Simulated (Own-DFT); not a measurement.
Simulation results for GaP (zincblende, strongly disordered by large displacements)

A calculation, not a measurement: plane-wave PBE density functional theory by an unreviewed code, no spin, of a simulated periodic cell, stress positive in tension, free energy of the whole cell less one offset for each atom, forces on such cells passed a denser k mesh, this cell's mesh not checked; broken bonds can close the gap or carry spin, so checks made on this kind of crystal may not hold here; offsets are fitted by least squares, one for each functional and potential file, so energies compare only between cells with the same atoms and settings and are not formation energies; the far tail of each file's local potential was reset to the Coulomb form; each entry is a single point on an unrelaxed cell, so the pressure reflects the starting lattice, mostly measured values (interpolated for alloys), from which strain is counted, and rises with the displacements; printed positions are rounded, which can move forces by about a meV/angstrom; the program, named Own-DFT, is a retired in-house code; no spin-orbit coupling. Program: Own-DFT development build.

## GaP (zincblende, strongly disordered by large displacements)

```
cell vectors (Å)
  10.9010     0.0000     0.0000
   0.0000    10.9010     0.0000
   0.0000     0.0000    10.9010
atoms (fractions of the cell vectors)
Ga  0.99544  0.02135  0.99230
Ga  0.97297  0.22585  0.25514
Ga  0.26687  0.00905  0.26731
Ga  0.23759  0.26491  0.98685
P   0.15877  0.14956  0.15895
P   0.12624  0.38113  0.36631
P   0.38108  0.11113  0.37746
P   0.35952  0.36656  0.12241
Ga  0.00922  0.97063  0.48530
Ga  0.99128  0.27044  0.76320
Ga  0.19980  0.02812  0.76277
Ga  0.26108  0.25486  0.49981
P   0.12717  0.10520  0.62038
P   0.13736  0.34918  0.86707
P   0.35478  0.15348  0.90285
P   0.35631  0.39152  0.62745
Ga  0.00769  0.51529  0.99235
Ga  0.98297  0.77692  0.26443
Ga  0.24742  0.50111  0.27396
Ga  0.26688  0.73145  0.01849
P   0.10258  0.60895  0.11212
P   0.10170  0.86279  0.36591
P   0.37241  0.61642  0.38680
P   0.36535  0.85481  0.09960
Ga  0.01899  0.49674  0.51050
Ga  0.01328  0.76495  0.75735
Ga  0.25570  0.51659  0.76521
Ga  0.23853  0.74709  0.48750
P   0.13784  0.65919  0.60424
P   0.14380  0.87254  0.86416
P   0.37366  0.61067  0.86787
P   0.39972  0.90854  0.64272
Ga  0.50794  0.98493  0.01534
Ga  0.50046  0.24309  0.27914
Ga  0.76197  0.99295  0.22328
Ga  0.76612  0.26874  0.97664
P   0.63022  0.13265  0.15742
P   0.62452  0.36299  0.39885
P   0.87285  0.11114  0.37554
P   0.86773  0.40669  0.12038
Ga  0.47822  0.99926  0.51027
Ga  0.49686  0.23132  0.72903
Ga  0.75819  0.98474  0.78694
Ga  0.75544  0.25583  0.48785
P   0.64183  0.09101  0.61257
P   0.62339  0.36418  0.88095
P   0.89060  0.12023  0.86206
P   0.86366  0.35897  0.62668
Ga  0.47085  0.49669  0.97105
Ga  0.51454  0.76162  0.23510
Ga  0.73246  0.50595  0.28140
Ga  0.77742  0.77176  0.01649
P   0.60534  0.59108  0.12807
P   0.67370  0.90270  0.42346
P   0.88961  0.62469  0.37774
P   0.88276  0.89367  0.13935
Ga  0.49639  0.48717  0.48970
Ga  0.49560  0.72203  0.75295
Ga  0.72797  0.49086  0.74321
Ga  0.75260  0.76144  0.50264
P   0.63226  0.57936  0.62279
P   0.64322  0.87977  0.87752
P   0.88146  0.60063  0.89169
P   0.83513  0.89358  0.59262
```

| Property | Result |
| --- | --- |
| functional | PBE |
| potential files | PseudoDojo norm-conserving, scalar-relativistic, standard set |
| wave cutoff | 42 hartree |
| occupations | Fermi-Dirac |
| smearing width | 0.1 eV |
| hardware | one NVIDIA H100 |
| k mesh | 3 x 3 x 3 centred on Gamma |
| free energy of cell above offsets | 4.884 eV |
| pressure | 11.64 GPa |
| stress xx | -11.65 GPa |
| stress yy | -11.04 GPa |
| stress zz | -12.22 GPa |
| stress yz | 1.8 GPa |
| stress xz | -3.76 GPa |
| stress xy | -0.67 GPa |
| wall time | 571.5 s |

Force:
```tsv
element	x (eV/Å)	y (eV/Å)	z (eV/Å)
Ga	3.309	-1.839	2.618
Ga	2.201	3.095	-2.102
Ga	-2.857	-3.364	-3.047
Ga	0.637	-0.899	7.631
P	-2.478	-0.274	-1.631
P	-1.98	-2.984	1.836
P	0.821	2.45	2.316
P	1.174	1.569	1.271
Ga	-2.566	3.807	3.689
Ga	-0.12	-1.524	-2.37
Ga	5.467	-1.063	4.344
Ga	-1.637	-0.373	-0.108
P	-3.317	4.115	-6.011
P	-3.391	6.381	-3.453
P	4.563	-5.469	-4.175
P	1.688	-1.316	-0.069
Ga	0.389	-6.378	-1.288
Ga	-2.924	-5.592	-3.735
Ga	0.844	0.636	-3.292
Ga	-5.23	-4.695	-3.347
P	5.173	4.8	5.5
P	8.6	1.507	0.695
P	1.032	2.225	-1.259
P	3.77	5.484	5.01
Ga	-0.564	0.148	0.003
Ga	-1.918	-1.535	-1.119
Ga	-4.704	-2.916	-4.171
Ga	4.931	3.853	-3.503
P	-4.71	-4.857	6.692
P	-0.604	-0.81	3.38
P	-0.446	5.943	1.251
P	-4.345	-5.183	4.863
Ga	-0.039	2.106	-0.308
Ga	-0.085	0.91	-2.114
Ga	-4.887	3.769	5.222
Ga	1.01	-0.979	2.624
P	-0.257	-0.405	-2.895
P	-1.252	1.051	-2.473
P	-0.655	-0.829	1.158
P	0.11	-2.401	0.842
Ga	4.518	1.503	-3.401
Ga	-0.023	0.4	0.825
Ga	2.669	3.144	-5.206
Ga	1.369	-3.832	1.81
P	-0.325	2.454	1.262
P	-2.395	0.609	-2.089
P	-1.842	1.831	-0.031
P	1.339	2.126	0.259
Ga	4.095	-4.69	5.06
Ga	0.044	-0.77	0.781
Ga	0.791	0.147	-1.548
Ga	-1.533	-2.778	-1.218
P	0.587	1.957	-0.272
P	-4.115	3.998	-4.717
P	-1.404	-0.181	0.746
P	4.423	-2.296	-4.699
Ga	-1.292	0.454	1.901
Ga	2.015	2.127	-2.344
Ga	4.591	-3.635	5.348
Ga	-0.163	-11.11	-0.474
P	-3.857	6.452	-4.276
P	-4.376	-4.662	3.534
P	-4.103	4.42	-4.588
P	4.232	4.175	4.865
```
